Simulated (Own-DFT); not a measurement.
# A surface energy from a slab and the bulk: wurtzite GaN, m plane (10-10)

Calculated, not measured: single-point runs of Own-DFT, a retired in-house plane-wave DFT program that no person has reviewed, on unrelaxed cells, without spin or spin-orbit coupling.

Keep in mind (not all hold for every row): forces not confirmed at this smearing and k mesh; k mesh not checked against a denser one.

Both sets of runs: PBE; PseudoDojo norm-conserving scalar-relativistic files (stringent for Ga); cutoff 96 hartree; Gaussian smearing of 0.01 eV. The slab has 64 atoms in 16 layers, two equal faces of 33.07 Å² as cut, 15 Å of vacuum, a dipole correction along the normal and a 6 x 6 x 1 mesh. The bulk cell has 72 atoms, the same measured lattice constants and a 4 x 4 x 3 mesh. In the slab only the 16 atoms nearest the faces were moved at random; u is their rms move along one axis. Energies are counted from -3520.29 eV for each atom.

```
slab run,u (Å),E (eV, cell)
1,0.0437,8.879
2,0.0477,8.787
3,0.0483,8.804
4,0.0518,9.115
5,0.0597,9.140
6,0.0881,9.939
7,0.0940,12.089
8,0.0941,11.409
9,0.0994,11.130
10,0.1003,12.090
11,0.1034,11.907
12,0.1249,13.836
```

```
bulk run,u (Å),E (meV/atom)
1,0.0192,1.15
2,0.0194,2.01
3,0.0199,1.73
4,0.0203,2.38
5,0.0208,3.74
6,0.0209,2.97
7,0.0513,65.32
8,0.0518,57.95
9,0.0528,75.08
10,0.1115,340.09
```

Asked: what is the energy of the unrelaxed surface?

## Working it out

Take each set to u = 0 with E = a + b u². Residuals are scaled by 1/(u² + 0.0006 Å²) to tame the large moves. Slab: a = 8.06 ± 0.12 eV. Bulk: a = -8.9 ± 0.6 meV/atom. The excess is 8.06 - 64 x (-0.0089) = 8.63 ± 0.13 eV. Over two faces that is 130 meV/Å², or 2.09 ± 0.03 J/m². Relaxing the faces would lower the energy, and the unlike meshes and the reach from the smallest u down to zero add errors that aren't counted here.
